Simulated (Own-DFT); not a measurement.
# How strain changes the stress of fcc Cu, 16 atoms (Cu16)

These are calculations, not measurements. They come from Own-DFT, an in-house plane-wave density functional program, since retired, whose code no person has reviewed. Each row is one single-point run on a periodic cell that was not relaxed, without spin or spin-orbit coupling.

Settings of every run: PBE; PseudoDojo norm-conserving scalar-relativistic files; cutoff 50 hartree; 7 x 7 x 5 k mesh centred on Gamma; cold (Marzari-Vanderbilt) smearing of 0.2 eV.

Known limits: forces on such cells failed a check on a denser k mesh; stress not checked against mesh or cutoff.

Unstrained cell vectors in Å: (3.615, 3.615, 0.000); (-3.615, 3.615, 0.000); (0.000, 0.000, 7.230). The unstrained cell has measured lattice constants (interpolated for alloys), not those of this functional. That, the random moves and any unrelaxed bonds set the pressure at no strain. Each run strains this cell uniformly, with the atoms carried along. Every atom was also moved at random, by a Gaussian of width 0.05 Å on each axis. Strain is the symmetric tensor, in per cent. Stress is positive in tension, and the pressure is minus a third of its trace.

```
run  e_xx (%)  e_yy (%)  e_zz (%)  e_yz (%)  e_xz (%)  e_xy (%)  s_xx (GPa)  s_yy (GPa)  s_zz (GPa)  s_yz (GPa)  s_xz (GPa)  s_xy (GPa)  P (GPa)  E (meV/atom)
  1     -0.24     -0.09     -0.56     -0.09     -0.58      1.51       -4.18       -4.07       -3.90       -0.29       -1.08        2.55     4.05           5.3
  2      0.23      1.66     -1.94     -0.75      0.09     -1.52       -3.00       -1.79       -3.18       -1.28        0.25       -2.37     2.65           0.0
  3      1.25      0.13      0.51     -1.31     -0.57     -0.51       -0.16       -1.02       -0.28       -2.20       -0.48       -0.69     0.49          13.3
  4     -0.35     -0.48      0.42     -0.74      1.10     -0.37       -4.62       -4.88       -3.49       -1.24        1.86        0.14     4.33          24.6
  5      1.03     -0.38     -0.56      0.42      1.73      0.76       -2.55       -3.25       -3.00        0.64        2.99        1.38     2.93          10.5
  6     -0.10      1.87     -1.87     -0.20     -0.78     -1.92       -4.73       -2.68       -4.00       -0.36       -1.47       -3.12     3.80          22.1
  7      1.27     -0.93     -1.34      0.18     -1.51      0.34       -3.76       -5.35       -4.79        0.29       -2.53        0.84     4.63          12.6
  8      1.80     -0.80      0.25      1.82     -0.21      1.09        0.41       -2.20       -1.12        3.25       -0.18        1.69     0.97           5.4
  9      0.48     -1.87     -1.82      0.34      0.22     -1.38       -6.64       -8.64       -7.83        0.93        0.42       -2.45     7.71           7.3
 10     -0.27     -1.99      0.22     -0.91      1.90      0.94       -6.15       -6.98       -5.78       -1.53        3.28        1.72     6.30          15.3
 11     -0.05     -1.41     -1.00     -0.83     -1.23      0.52       -6.17       -7.08       -6.65       -1.79       -2.61        0.89     6.63           9.3
 12     -1.44      1.94     -1.57     -1.08     -1.13      0.32       -6.24       -3.21       -6.02       -1.65       -3.47        0.58     5.16          22.0
 13     -0.40      0.82     -0.46      1.72      0.68     -0.28       -3.70       -3.00       -3.89        3.15        1.90        0.00     3.53          18.9
 14     -1.61      1.95      1.41     -0.69      1.47     -1.89       -2.34       -0.36       -0.76       -1.21        3.16       -3.18     1.16          23.7
 15     -0.42      0.17     -0.34     -1.35      0.64      0.87       -4.18       -3.92       -3.85       -2.60        1.33        1.60     3.98          11.1
 16     -0.26     -1.62      1.58     -1.68      0.54     -1.45           ?           ?           ?           ?           ?           ?        ?             ?
```

E is the free energy for each atom above the lowest run shown.

## Worked fit

Each stress component was fitted by least squares to a constant and the strains of the runs shown, as fractions, with shears doubled. Shear strains stay in the fit of a normal stress only where such slopes are resolved. The slopes, in GPa:

| stress | at no strain | per e_xx | per e_yy | per e_zz | scatter |
|---|---|---|---|---|---|
| s_xx | -3.3 | 208 ± 15 | 113 ± 11 | 134 ± 13 | 0.47 |
| s_yy | -3.4 | 127 ± 12 | 186 ± 8 | 112 ± 10 | 0.36 |
| s_zz | -3.1 | 155 ± 12 | 129 ± 9 | 164 ± 10 | 0.37 |

Each shear stress against twice its own strain: yz 90 ± 3, xz 92 ± 7, xy 84 ± 4 GPa. These are stiffnesses along x, y and z of the frame in which the cell vectors are given, which need not be the crystal's axes. The atoms are held to the strained lattice; where symmetry lets them move under strain, relaxing them would lower some slopes. The table should be nearly symmetric about its diagonal, and what it lacks of that shows the noise. A ninth of its sum, 148 ± 7 GPa, estimates the bulk modulus near the mean pressure of these runs, 3.9 GPa, so it lies above the value at zero pressure.

## Withheld run

Question: what normal stresses and pressure should run 16 give?

The fit gives s_xx = -3.6, s_yy = -5.0, s_zz = -3.0 and P = 3.9 GPa. The calculation gave -3.51, -4.57, -2.29 and P = 3.46 GPa.
